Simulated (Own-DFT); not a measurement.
## Calculated data, SiC (2H silicon carbide, atoms displaced), SiC (4H silicon carbide, atoms displaced)

Computed with Own-DFT development build. A calculation, not a measurement: plane-wave PBE density functional theory by an unreviewed code, no spin, of a simulated periodic cell, stress positive in tension, free energy of the whole cell less one offset for each atom, forces on such cells passed a denser k mesh, this cell's mesh not checked; offsets are fitted by least squares, one for each functional and potential file, so energies compare only between cells with the same atoms and settings and are not formation energies; the far tail of each file's local potential was reset to the Coulomb form; each entry is a single point on an unrelaxed cell, so the pressure reflects the starting lattice, mostly measured values (interpolated for alloys), from which strain is counted, and rises with the displacements; printed positions are rounded, which can move forces by about a meV/angstrom; the program, named Own-DFT, is a retired in-house code; no spin-orbit coupling.

Common to all runs: functional PBE; potential files PseudoDojo norm-conserving, scalar-relativistic, standard set; wave cutoff 42 hartree; occupations Fermi-Dirac; smearing width 0.1 eV; hardware one NVIDIA H100; k mesh 5 x 5 x 3 centred on Gamma.

```yaml
- entry: 1
  formula: SiC
  kind: "2H silicon carbide, atoms displaced"
  structure:
    cell_angstrom: [[6.1654, 0.0, 0.0], [-3.0827, 5.3394, 0.0], [0.0, 0.0, 10.0681]]
    atoms_fractional:
      - [Si, 0.95507, 0.97582, 0.00113]
      - [Si, 0.15228, 0.27702, 0.23565]
      - [C, 0.99755, 0.98676, 0.17673]
      - [C, 0.15218, 0.34038, 0.42742]
      - [Si, 0.02532, 0.00993, 0.508]
      - [Si, 0.16086, 0.33629, 0.75422]
      - [C, 0.96057, 0.99605, 0.68484]
      - [C, 0.15035, 0.31889, 0.93904]
      - [Si, 0.00694, 0.50335, 0.9921]
      - [Si, 0.18325, 0.85541, 0.24647]
      - [C, 0.96262, 0.47462, 0.19347]
      - [C, 0.15487, 0.809, 0.42214]
      - [Si, 0.98979, 0.49318, 0.50747]
      - [Si, 0.14234, 0.82764, 0.75004]
      - [C, 0.9908, 0.51483, 0.71586]
      - [C, 0.18062, 0.84071, 0.93948]
      - [Si, 0.51166, 0.01538, 0.98724]
      - [Si, 0.65578, 0.30945, 0.24563]
      - [C, 0.49284, 0.00028, 0.20287]
      - [C, 0.66073, 0.33691, 0.44152]
      - [Si, 0.50402, 0.0132, 0.49697]
      - [Si, 0.65756, 0.32105, 0.74361]
      - [C, 0.50129, 0.01305, 0.67956]
      - [C, 0.67298, 0.30936, 0.92522]
      - [Si, 0.49251, 0.4815, 0.99633]
      - [Si, 0.66521, 0.84775, 0.24751]
      - [C, 0.4666, 0.45966, 0.18347]
      - [C, 0.64176, 0.80129, 0.44088]
      - [Si, 0.53536, 0.4932, 0.49977]
      - [Si, 0.67843, 0.84296, 0.74814]
      - [C, 0.47776, 0.46374, 0.6808]
      - [C, 0.65329, 0.85448, 0.94003]
  results:
    "free_energy_of_cell_above_offsets [eV]": "5.913"
    "pressure [GPa]": 11.81
    "stress_xx [GPa]": -12.37
    "stress_yy [GPa]": -14.63
    "stress_zz [GPa]": -8.43
    "stress_yz [GPa]": -0.02
    "stress_xz [GPa]": 3.17
    "stress_xy [GPa]": -1.47
    force_element: [Si, Si, C, C, Si, Si, C, C, Si, Si, C, C, Si, Si, C, C, Si, Si, C, C, Si, Si, C, C, Si, Si, C, C, Si, Si, C, C]
    "force_x [eV/angstrom]": [4.805, -3.983, -1.593, 2.561, -2.339, -0.176, 6.54, 1.482, -0.916, -2.425, 4.39, -0.315, 1.252, 1.423, 1.509, -2.708, -3.803, -2.074, 2.107, 5.071, 0.431, -0.934, -0.341, -1.842, -0.467, 1.193, 2.303, 1.183, -8.684, -6.451, -0.089, 2.89]
    "force_y [eV/angstrom]": [2.406, 7.429, -4.224, -2.459, -0.585, -0.628, 2.869, -0.007, -0.621, -5.926, 2.409, 2.705, 0.61, 4.308, -2.96, -0.395, -1.524, 3.95, -1.208, -3.242, -3.579, 0.669, -3.262, 5.042, -0.273, -4.087, 2.75, 4.211, 2.12, -3.825, 2.769, -5.442]
    "force_z [eV/angstrom]": [-1.277, 3.566, 0.342, 1.564, -3.768, -0.269, -0.002, -0.359, 2.337, -0.11, -3.04, 4.415, -1.38, 0.998, -4.978, -0.477, 3.745, 1.851, -4.255, -2.829, -0.616, 1.13, 0.821, 0.657, 0.217, 2.135, -0.697, -1.097, 0.992, 0.818, 1.722, -2.156]
    "wall_time [s]": 114.7
- entry: 2
  formula: SiC
  kind: "4H silicon carbide, atoms displaced"
  structure:
    cell_angstrom: [[6.1654, 0.0, 0.0], [-3.0827, 5.3394, 0.0], [0.0, 0.0, 10.0681]]
    atoms_fractional:
      - [Si, 0.98721, 0.96846, 0.40876]
      - [Si, 0.16108, 0.35038, 0.15086]
      - [C, 0.99088, 0.9611, 0.09551]
      - [C, 0.18264, 0.32236, 0.36061]
      - [Si, 0.00278, 0.51566, 0.40695]
      - [Si, 0.15433, 0.81569, 0.14188]
      - [C, 0.98782, 0.46226, 0.09343]
      - [C, 0.1532, 0.82039, 0.35511]
      - [Si, 0.4687, 0.96958, 0.40437]
      - [Si, 0.64499, 0.33066, 0.14538]
      - [C, 0.46084, 0.00034, 0.08932]
      - [C, 0.65262, 0.31517, 0.35522]
      - [Si, 0.47403, 0.45754, 0.40284]
      - [Si, 0.6863, 0.82837, 0.14042]
      - [C, 0.5068, 0.48313, 0.09935]
      - [C, 0.6474, 0.8533, 0.33211]
      - [Si, 0.00791, 0.00444, 0.90783]
      - [Si, 0.85616, 0.66028, 0.63965]
      - [C, 0.01492, 0.99406, 0.60401]
      - [C, 0.82922, 0.67382, 0.84306]
      - [Si, 0.97777, 0.47573, 0.91791]
      - [Si, 0.82289, 0.16095, 0.65155]
      - [C, 0.94895, 0.47539, 0.59956]
      - [C, 0.80918, 0.15429, 0.84343]
      - [Si, 0.45929, 0.96121, 0.90852]
      - [Si, 0.32547, 0.6703, 0.66335]
      - [C, 0.4854, 0.96492, 0.58616]
      - [C, 0.32725, 0.67785, 0.82252]
      - [Si, 0.4963, 0.4994, 0.91097]
      - [Si, 0.35651, 0.17236, 0.66025]
      - [C, 0.50869, 0.51554, 0.60639]
      - [C, 0.35048, 0.17227, 0.85095]
  results:
    "free_energy_of_cell_above_offsets [eV]": "7.333"
    "pressure [GPa]": 13.29
    "stress_xx [GPa]": -17.83
    "stress_yy [GPa]": -12.37
    "stress_zz [GPa]": -9.66
    "stress_yz [GPa]": 0.04
    "stress_xz [GPa]": -0.63
    "stress_xy [GPa]": 4.54
    force_element: [Si, Si, C, C, Si, Si, C, C, Si, Si, C, C, Si, Si, C, C, Si, Si, C, C, Si, Si, C, C, Si, Si, C, C, Si, Si, C, C]
    "force_x [eV/angstrom]": [-3.363, 6.513, -0.458, -7.914, 0.327, 0.584, -4.526, -0.397, 1.512, 5.364, 4.62, 1.218, 4.208, -5.382, -6.975, 4.528, -0.842, -9.131, -0.829, 1.202, -0.965, 0.946, 9.252, 1.081, 1.566, 0.722, -0.384, -0.295, 0.982, -1.144, -0.036, -1.982]
    "force_y [eV/angstrom]": [2.982, -4.875, 4.986, -2.591, -6.133, -1.832, 3.439, 0.345, 2.947, -4.402, -1.036, 0.433, 6.237, -0.753, 4.339, -3.163, -0.872, 4.866, 1.158, -0.965, 1.225, -2.857, -2.663, -0.267, 4.084, -3.054, 3.364, -3.625, 0.719, 0.049, -1.676, -0.409]
    "force_z [eV/angstrom]": [0.7, 4.69, -2.104, -4.0, 1.465, 3.868, -0.14, -4.14, 0.688, 4.632, -0.54, -2.743, 3.477, 3.969, -3.083, -0.605, -1.738, 5.913, -1.753, 0.993, -5.422, 1.099, -3.884, 1.071, -0.61, -7.017, 0.789, 10.37, -2.45, -0.359, -2.242, -0.895]
    "wall_time [s]": 124.8
```
